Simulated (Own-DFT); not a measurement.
Simulation results for Al32O47 (corundum with one vacancy, atoms displaced), Al31GaO48 (corundum with substituted atoms, atoms displaced)

Computed with Own-DFT development build. A calculation, not a measurement: plane-wave PBE density functional theory by an unreviewed code, no spin, of a simulated periodic cell, stress positive in tension, free energy of the whole cell less one offset for each atom, defect cell not probed for a lower state with spin; oxygen file: force components 24 meV/angstrom off all-electron in one glass; forces on such cells passed a denser k mesh, this cell's mesh not checked; offsets are fitted by least squares, one for each functional and potential file, so energies compare only between cells with the same atoms and settings and are not formation energies; the far tail of each file's local potential was reset to the Coulomb form; each entry is a single point on an unrelaxed cell, so the pressure reflects the starting lattice, mostly measured values, from which strain is counted, and rises with the displacements; printed positions are rounded, which can move forces by about a meV/angstrom; the program is a retired in-house code; no spin-orbit coupling; before rounding, a Quantum ESPRESSO 7.3.1 run of the same cell and cutoff gave forces within 1 meV/angstrom rms on each cell, which checks the program and not the settings.

Common to all runs: functional PBE; potential files PseudoDojo norm-conserving, scalar-relativistic, standard set; wave cutoff 72 hartree; occupations Fermi-Dirac; smearing width 0.1 eV; k mesh 3 x 3 x 3 centred on Gamma.

(1) Al32O47 (corundum with one vacancy, atoms displaced)

```xyz
79
Lattice="5.4940 0.0000 8.6604 -2.7470 4.7579 8.6604 -2.7470 -4.7579 8.6604" Properties=species:S:1:pos:R:3 Al32O47
Al     0.0036    -0.0137     4.5722
Al     0.0375    -0.0079     8.4455
Al     0.0114    -0.0234    11.0369
Al     0.0235     0.0364     1.9407
O     -0.0707     1.6738     7.5720
O      1.4848    -0.7326     7.5849
O     -1.3506    -0.8935     7.5497
O     -1.4839     0.7020     5.4291
O      1.3619     0.8982     5.4626
Al    -1.4648    -2.3789     8.8979
Al    -1.3330    -2.3401    12.7015
Al    -1.3303    -2.3974    15.4225
Al    -1.3974    -2.3238     6.2150
O     -1.5043    -0.7640    11.8812
O      0.1182    -3.1111    11.8769
O     -2.6971    -3.2630    11.9454
O     -1.2192    -4.0615     9.7468
O     -2.8738    -1.6206     9.7382
O      0.0053    -1.4809     9.7547
Al    -1.3553     2.3445     8.9154
Al    -1.3835     2.3764    12.7483
Al    -1.3961     2.3987    15.3588
Al    -1.3655     2.4226     6.2313
O     -1.4538     4.0359    11.8964
O      0.1473     1.5805    11.9063
O     -2.7030     1.4271    11.9250
O     -1.2553     0.7785     9.7222
O     -2.8983     3.1198     9.7748
O     -0.0053     3.3185     9.7171
Al    -2.7780     0.0382    13.2443
Al    -2.7117     0.0081    17.1070
Al    -2.7362    -0.0024    19.7440
Al    -2.7264     0.0305    10.5900
O     -2.8417     1.6762    16.2054
O     -1.2566    -0.6719    16.2094
O     -4.1538    -0.9052    16.2580
O     -2.6007    -1.6066    14.0669
O     -4.2389     0.7322    14.0415
O     -1.3646     0.9841    14.0834
Al     2.7436     0.0197     8.9126
Al     2.7924    -0.0006    12.7754
Al     2.7790     0.0396    15.4124
Al     2.7978    -0.0255     6.2557
O      2.6296     1.6697    11.9741
O      4.1589    -0.7021    11.9646
O      1.3927    -0.9202    11.9469
O      2.9141    -1.6109     9.7899
O      1.2543     0.7170     9.7256
O      4.1564     0.9090     9.7607
Al     1.3824    -2.4100    13.2179
Al     1.3502    -2.3794    17.0957
Al     1.3493    -2.3224    19.7608
Al     1.4046    -2.3719    10.5535
O      1.2852    -0.6892    16.2272
O      2.8852    -3.0748    16.1876
O     -0.0294    -3.2582    16.2625
O      1.5475    -4.0235    14.0586
O     -0.1360    -1.6353    14.0296
O      2.7283    -1.4599    14.1219
Al     1.3638     2.4093    13.1995
Al     1.3187     2.4054    17.0822
Al     1.4288     2.3676    19.7525
Al     1.3652     2.3613    10.5630
O      1.2945     4.0648    16.2308
O      2.8572     1.6150    16.2431
O      0.0067     1.4399    16.2541
O      1.4850     0.6929    14.0860
O     -0.0938     3.0872    14.0658
O      2.8068     3.2605    14.0907
Al    -0.0580     0.0014    17.5690
Al     0.0739     0.0015    21.4063
Al     0.0192     0.0059    24.0286
Al    -0.0381     0.0133    14.9874
O     -0.0525     1.6671    20.5988
O      1.4762    -0.7500    20.5370
O     -1.3887    -0.8921    20.5280
O      0.1545    -1.7001    18.3931
O     -1.5180     0.7308    18.4071
O      1.3727     0.9199    18.3709
```

```
free energy of cell above offsets : -56.444 eV
pressure                          : 7.1 GPa
stress xx                         : -7.85 GPa
stress yy                         : -6.64 GPa
stress zz                         : -6.81 GPa
stress yz                         : -0.27 GPa
stress xz                         : 0.08 GPa
stress xy                         : 0.63 GPa
```

Force:
```
element  x (eV/Å)  y (eV/Å)  z (eV/Å)
     Al     0.165    -0.337     0.956
     Al    -0.841     0.019    -1.149
     Al      0.11    -0.428     1.058
     Al    -0.063    -0.407    -0.104
      O    -0.461    -0.188     0.462
      O     0.678    -0.124    -0.061
      O     0.291     -0.15     0.825
      O     0.447     0.797     -0.01
      O     0.714    -0.005    -0.345
     Al     1.648    -0.144    -0.434
     Al    -0.236    -0.428     1.281
     Al    -1.063     0.562    -1.381
     Al     1.327    -0.063     0.238
      O     0.254     1.314    -0.611
      O     0.452     0.048     0.395
      O        -1    -0.608    -0.851
      O    -0.905      0.92     -0.18
      O     0.079    -0.182     0.074
      O    -0.353     0.459    -0.371
     Al    -0.848     1.385    -1.099
     Al     0.668     0.254     0.246
     Al    -0.115    -0.135     0.328
     Al     1.093    -1.165     0.827
      O    -0.649    -0.406     0.182
      O    -0.671     1.212    -0.049
      O    -0.628     0.283    -0.419
      O     0.167    -1.424      0.89
      O     0.971    -0.176    -0.026
      O     0.655    -0.625      0.44
     Al     1.379     -0.75     0.351
     Al    -1.378     0.316    -0.873
     Al    -0.301     0.437    -0.469
     Al    -0.166    -0.504    -0.653
      O    -0.383    -0.417     0.511
      O    -0.233    -0.913     0.666
      O     0.634    -0.087    -0.025
      O    -0.614    -0.116     0.195
      O     0.249     0.148     0.247
      O    -0.495    -0.695    -0.419
     Al     0.545    -0.187      0.04
     Al    -2.062     0.375     1.019
     Al    -0.848    -0.532    -0.493
     Al    -0.779     0.493    -0.301
      O     0.451     0.344    -1.156
      O       2.4    -0.818    -1.288
      O    -0.299    -0.256    -0.919
      O    -0.974    -0.195    -0.619
      O     0.296     0.146     0.288
      O    -0.475     0.481    -0.261
     Al     0.041     1.259     0.177
     Al     0.775     0.629    -0.687
     Al     0.565    -1.704    -0.268
     Al    -0.025     0.187     0.742
      O    -0.742    -1.057     0.807
      O    -0.774    -0.309     0.881
      O     1.103    -0.911     0.304
      O    -0.878    -0.666     0.291
      O     0.427    -0.267     0.619
      O    -0.291    -0.065    -0.784
     Al     0.606    -1.449     0.672
     Al     1.284     -0.56    -0.005
     Al    -0.619     0.752    -0.221
     Al    -0.036      0.12     0.325
      O    -0.684    -0.145      0.03
      O     0.094     1.488     0.654
      O    -0.708     1.032     -0.04
      O    -0.228     0.964    -0.163
      O     0.008     0.704     0.161
      O    -1.524     1.216    -1.089
     Al     1.576     0.001     0.018
     Al    -1.228     0.054    -0.204
     Al     0.395     0.159     0.556
     Al     1.553     -0.02    -1.711
      O    -0.322    -0.392    -0.506
      O     0.216     1.285     0.647
      O     0.978    -0.602     0.789
      O     -1.32     0.729     0.214
      O     0.964     0.062    -0.056
      O    -0.034    -0.025     0.895
```

(2) Al32O47 (corundum with one vacancy, atoms displaced)

```xyz
79
Lattice="5.4940 0.0000 8.6604 -2.7470 4.7579 8.6604 -2.7470 -4.7579 8.6604" Properties=species:S:1:pos:R:3 Al32O47
Al    -0.0752    -0.1235     4.5201
Al    -0.1285     0.0265     8.4395
Al     0.1345     0.0110    10.9528
Al    -0.0679     0.1558     1.9537
O     -0.0736     1.5118     7.6219
O      1.4766    -0.6710     7.6027
O     -1.3933    -0.8761     7.6707
O      0.1105    -1.6167     5.3463
O     -1.3618     0.7578     5.3028
O      1.3632     0.9537     5.5290
Al    -1.4157    -2.5001     9.0815
Al    -1.5019    -2.3409    12.7529
Al    -1.4261    -2.4067    15.3948
Al    -1.4637    -2.3794     6.2672
O     -1.3112    -0.7362    11.9693
O      0.0630    -3.1889    11.9174
O     -2.7753    -3.3105    11.8227
O     -1.3277    -4.1621     9.7846
O     -2.9650    -1.6792     9.8599
O     -0.0613    -1.4566     9.7549
Al    -1.4370     2.4249     9.0295
Al    -1.3711     2.3495    12.8403
Al    -1.4538     2.3969    15.3546
Al    -1.2955     2.3388     6.1901
O     -1.4858     4.0806    11.9093
O      0.1555     1.6624    11.8780
O     -2.8575     1.4318    11.8766
O     -1.1564     0.6170     9.8507
O     -2.8846     3.0050     9.8267
Al    -2.7308    -0.0036    13.1014
Al    -2.6963    -0.0490    17.0589
Al    -2.6359    -0.1234    19.8113
Al    -2.6572    -0.0643    10.4400
O     -2.8772     1.7137    16.2742
O     -1.3292    -0.6126    16.3326
O     -4.0906    -0.8254    16.1511
O     -2.5205    -1.7718    14.0979
O     -4.1702     0.6518    14.0697
O     -1.3897     0.8779    14.1174
Al     2.7566     0.0801     8.8625
Al     2.9177     0.0814    12.6731
Al     2.6724    -0.0777    15.5045
Al     2.6682     0.0017     6.3457
O      2.7319     1.8771    11.7750
O      4.3106    -0.6101    11.8275
O      1.4786    -0.7497    11.8356
O      2.8122    -1.6177     9.7242
O      1.2177     0.6310     9.7963
O      3.9759     1.0149     9.6564
Al     1.3953    -2.4145    13.1897
Al     1.3820    -2.3749    17.0314
Al     1.5311    -2.2282    19.8160
Al     1.4167    -2.3391    10.4737
O      1.2663    -0.7744    16.3046
O      2.8384    -3.1278    16.3512
O     -0.1697    -3.2186    16.1292
O      1.5483    -4.0747    14.2486
O     -0.1596    -1.7320    14.1163
O      2.6717    -1.5140    14.2010
Al     1.3332     2.3617    13.2616
Al     1.2431     2.3710    16.9431
Al     1.4302     2.4496    19.6739
Al     1.1660     2.3049    10.5824
O      1.3034     4.0211    16.2827
O      2.8600     1.6605    16.3255
O     -0.0381     1.4710    16.1458
O      1.5386     0.7007    13.9896
O     -0.0984     3.1089    13.9246
O      2.8079     3.4076    14.0682
Al    -0.0690    -0.0066    17.6508
Al     0.0511     0.0402    21.4835
Al     0.0873     0.0920    24.1919
Al     0.0278    -0.0837    14.7580
O     -0.0494     1.6317    20.6310
O      1.3245    -0.7255    20.5112
O     -1.5038    -1.0404    20.6641
O      0.1408    -1.7346    18.3756
O     -1.5027     0.6546    18.3307
O      1.4224     0.9882    18.3782
```

```
free energy of cell above offsets : -44.905 eV
pressure                          : 13.07 GPa
stress xx                         : -12.62 GPa
stress yy                         : -14.77 GPa
stress zz                         : -11.82 GPa
stress yz                         : 1.09 GPa
stress xz                         : 2.06 GPa
stress xy                         : 0.79 GPa
```

Force:
```
element  x (eV/Å)  y (eV/Å)  z (eV/Å)
     Al     4.088     2.595     0.259
     Al     2.591    -1.575     0.336
     Al    -1.803    -1.206     3.596
     Al     0.301    -2.527    -1.839
      O    -1.498     3.571    -1.237
      O    -0.297    -1.718     -0.39
      O    -1.837     -1.25    -1.455
      O    -0.921    -2.269     1.906
      O    -2.039    -0.405     0.863
      O    -1.204    -2.069    -2.891
     Al     0.821     0.736    -1.468
     Al     3.423    -2.687     0.137
     Al    -0.654     1.106     0.287
     Al     1.935     -0.79     0.748
      O    -2.495      0.35    -0.425
      O     1.203     1.283         0
      O     1.317      1.62     1.784
      O      1.33     1.162    -1.197
      O     3.653    -0.001    -2.562
      O     0.694    -1.599     0.233
     Al     1.381    -0.234    -0.895
     Al     0.119     0.274    -2.831
     Al     0.751    -0.195     1.332
     Al    -1.692      0.86     1.177
      O    -0.387    -1.272     0.546
      O    -2.059    -1.685     1.225
      O     2.498    -0.342     1.257
      O    -2.058     2.287     -1.49
      O     0.478     2.884    -0.641
     Al    -0.265     0.364     1.132
     Al    -3.229     1.416     0.977
     Al    -2.834     1.916    -0.736
     Al    -1.744     2.642     1.528
      O    -0.682    -0.393    -0.039
      O     2.869    -3.265    -3.077
      O     1.603    -2.162       1.8
      O    -3.023     2.812     -0.95
      O      0.29     2.218     0.679
      O    -0.534     0.585    -1.348
     Al    -1.638    -0.636     0.269
     Al    -3.105     2.027    -0.168
     Al     0.809     1.599    -0.633
     Al     1.172     0.524    -1.921
      O    -1.166    -3.761     2.824
      O    -1.797    -2.166     0.299
      O     0.616    -2.815      1.23
      O     1.212    -0.066    -0.507
      O     1.974     1.643    -2.486
      O     3.084     -1.65     1.101
     Al    -1.321    -0.359     0.616
     Al    -3.165    -0.438     1.446
     Al    -5.449    -2.626    -1.481
     Al    -1.575    -0.973     1.374
      O    -0.619     1.289     -1.01
      O     1.155     1.259     -0.06
      O     4.679    -1.929     3.692
      O    -0.608     1.574    -1.694
      O     1.787     1.129     -1.15
      O      0.64      0.85    -1.106
     Al     2.687     0.617    -1.099
     Al     1.642    -0.258     1.669
     Al    -1.128    -1.427     0.057
     Al     3.608     1.858    -1.398
      O    -0.801     0.882    -0.264
      O     0.345    -0.667    -1.453
      O     0.049    -0.208    -0.064
      O       0.1    -0.189     1.153
      O    -1.711     0.614     3.397
      O    -0.289    -2.937     0.525
     Al     2.439    -1.947    -1.222
     Al    -1.542     -1.31     0.689
     Al     -2.19    -2.257    -2.455
     Al    -0.364     0.901      1.75
      O    -0.928     1.379    -0.931
      O      3.23     2.509     1.398
      O     2.476     1.959    -0.226
      O    -1.812     2.501    -0.774
      O    -1.228     2.091     2.834
      O     -1.36    -1.624    -0.549
```

(3) Al31GaO48 (corundum with substituted atoms, atoms displaced)

```xyz
80
Lattice="5.4940 0.0000 8.6604 -2.7470 4.7579 8.6604 -2.7470 -4.7579 8.6604" Properties=species:S:1:pos:R:3 Al31GaO48
Al    -0.0219     0.0697     4.6031
Al    -0.0014    -0.0348     8.4214
Al    -0.0441     0.0245    11.0286
Al     0.0282     0.0117     2.0507
O     -0.1088     1.7122     7.4608
O      1.5587    -0.6739     7.5765
O     -1.2971    -0.8986     7.4749
O      0.1139    -1.5864     5.3593
O     -1.5071     0.7390     5.4571
O      1.3997     0.8648     5.3248
Al    -1.4205    -2.4098     8.8967
Al    -1.2952    -2.4325    12.7785
Al    -1.3257    -2.3711    15.3833
Al    -1.3438    -2.4170     6.2302
O     -1.5283    -0.7473    11.8427
O      0.1342    -3.1259    11.8780
O     -2.8056    -3.3161    11.9535
O     -1.2860    -4.0066     9.8203
O     -2.8332    -1.6780     9.6663
O      0.0727    -1.3489     9.7409
Al    -1.3961     2.4320     9.0016
Ga    -1.2997     2.3181    12.7718
Al    -1.2594     2.3863    15.3618
Al    -1.2850     2.3845     6.2372
O     -1.5093     3.9511    11.9106
O      0.1154     1.6044    11.8733
O     -2.8472     1.4087    11.9267
O     -1.2716     0.7288     9.7199
O     -2.8987     3.2223     9.7488
O     -0.0296     3.2612     9.7372
Al    -2.7623    -0.0171    13.2534
Al    -2.7544     0.0629    17.0962
Al    -2.7384    -0.0343    19.7420
Al    -2.7203    -0.0439    10.6043
O     -2.8437     1.6726    16.1686
O     -1.2021    -0.7009    16.1903
O     -3.9762    -0.8755    16.2558
O     -2.6200    -1.6789    14.0721
O     -4.3024     0.7098    14.0396
O     -1.3978     0.9872    14.0844
Al     2.7340     0.0442     8.9181
Al     2.7136     0.0200    12.7116
Al     2.7917     0.0596    15.4419
Al     2.6982     0.0525     6.3112
O      2.6878     1.5684    11.9550
O      4.2467    -0.6532    11.8633
O      1.2815    -0.8898    11.9253
O      2.8664    -1.6403     9.8144
O      1.1999     0.7654     9.6907
O      4.2098     0.8414     9.7915
Al     1.4478    -2.3354    13.1773
Al     1.4879    -2.3183    16.9766
Al     1.3757    -2.3730    19.7057
Al     1.4467    -2.4766    10.6023
O      1.3231    -0.6938    16.2778
O      2.7845    -3.1371    16.2343
O     -0.0012    -3.3498    16.2364
O      1.4803    -4.0488    14.0849
O     -0.0690    -1.6566    14.0548
O      2.6984    -1.4711    14.0986
Al     1.3488     2.4090    13.1624
Al     1.3393     2.3351    17.0969
Al     1.4648     2.3133    19.6625
Al     1.3926     2.4524    10.5187
O      1.2889     3.9814    16.1862
O      2.7789     1.6538    16.1840
O      0.0207     1.4803    16.2091
O      1.4666     0.8094    14.1518
O     -0.1475     3.0443    14.0355
O      2.7465     3.3017    14.0394
Al     0.0312    -0.0361    17.5557
Al    -0.0357    -0.0303    21.3932
Al     0.0259     0.0243    24.0869
Al     0.0203    -0.0670    14.9473
O     -0.0863     1.6602    20.4775
O      1.4684    -0.7554    20.6165
O     -1.3308    -0.9406    20.5609
O      0.0504    -1.5975    18.3718
O     -1.5378     0.7158    18.4574
O      1.3852     0.8810    18.4617
```

```
free energy of cell above offsets : -53.321 eV
pressure                          : 10.46 GPa
stress xx                         : -10.55 GPa
stress yy                         : -10.36 GPa
stress zz                         : -10.48 GPa
stress yz                         : -0.22 GPa
stress xz                         : -0.12 GPa
stress xy                         : -0.61 GPa
```

Force:
```
element  x (eV/Å)  y (eV/Å)  z (eV/Å)
     Al    -1.074    -1.635    -0.255
     Al     0.445     1.064    -0.865
     Al     0.955    -0.764     0.105
     Al    -0.661    -0.188    -0.801
      O      0.47    -1.602     1.943
      O    -1.122     -1.14    -0.067
      O    -0.836    -0.764     1.264
      O    -0.911    -0.631     1.513
      O     0.285     -0.13    -0.545
      O     0.622     1.228      1.05
     Al     2.104     0.343    -0.023
     Al    -1.078     0.669    -1.001
     Al    -0.774    -0.014     0.221
     Al     0.315     1.338    -1.041
      O     0.503    -0.392     0.962
      O     0.094    -0.059     0.364
      O     1.585     1.158      0.16
      O      0.76     0.187    -0.944
      O    -0.979      0.96     1.084
      O    -1.116    -2.476    -0.601
     Al    -0.766    -0.463    -1.863
     Ga    -2.767     0.731    -1.577
     Al    -1.691      0.75      0.12
     Al    -2.231     0.139     0.108
      O     1.086      2.19    -1.255
      O     1.651     0.254    -0.654
      O     1.331    -0.624    -0.004
      O    -0.737     0.415    -0.103
      O     0.951    -2.257    -0.676
      O     1.038     1.277      0.66
     Al    -0.221     0.102    -0.182
     Al     0.885    -0.163    -0.078
     Al    -0.983     0.138     0.395
     Al    -0.409     0.211     0.056
      O    -0.275    -0.318     1.205
      O    -0.471    -0.134     0.908
      O    -2.371    -0.239     -0.74
      O     1.295     0.903    -0.838
      O     1.009     0.494      0.59
      O    -0.101    -3.206     0.928
     Al     1.073    -0.818      0.78
     Al     0.507    -1.296     1.149
     Al    -0.129    -0.342    -1.731
     Al     1.749    -1.472    -1.362
      O    -0.934     2.796    -1.919
      O    -0.964    -1.576     1.224
      O     1.122    -0.364     0.302
      O     0.046    -0.189     -1.36
      O     1.185     0.897     0.342
      O    -1.906     2.132    -1.299
     Al    -0.684    -0.973     0.434
     Al    -2.639    -1.061     1.508
     Al    -0.166    -1.157      0.51
     Al     -1.14     2.544    -0.365
      O    -0.485    -0.028    -0.279
      O     2.693     0.205    -0.486
      O     0.633     2.024     0.347
      O    -0.392     0.761    -0.731
      O    -0.534    -0.373     0.298
      O     0.914     0.343     0.019
     Al     1.137    -1.141     1.771
     Al     0.554     1.616    -0.738
     Al    -1.372     2.416      1.07
     Al    -0.677    -2.061     0.542
      O    -0.327     0.303     0.714
      O     1.306     1.358     1.974
      O    -0.188    -1.008     1.369
      O    -0.197    -1.111    -0.947
      O     2.155     2.189     1.419
      O     0.505    -0.124     0.411
     Al    -0.514     1.393    -0.168
     Al     0.821     0.752     1.098
     Al    -0.619     -1.91    -0.925
     Al     0.575     1.893    -1.218
      O    -0.184    -0.805     1.598
      O     0.173    -0.588    -1.265
      O    -1.158     -0.29    -0.905
      O     1.578     -1.19     0.349
      O     0.918     -1.09    -1.743
      O    -0.245    -0.007     -1.31
```
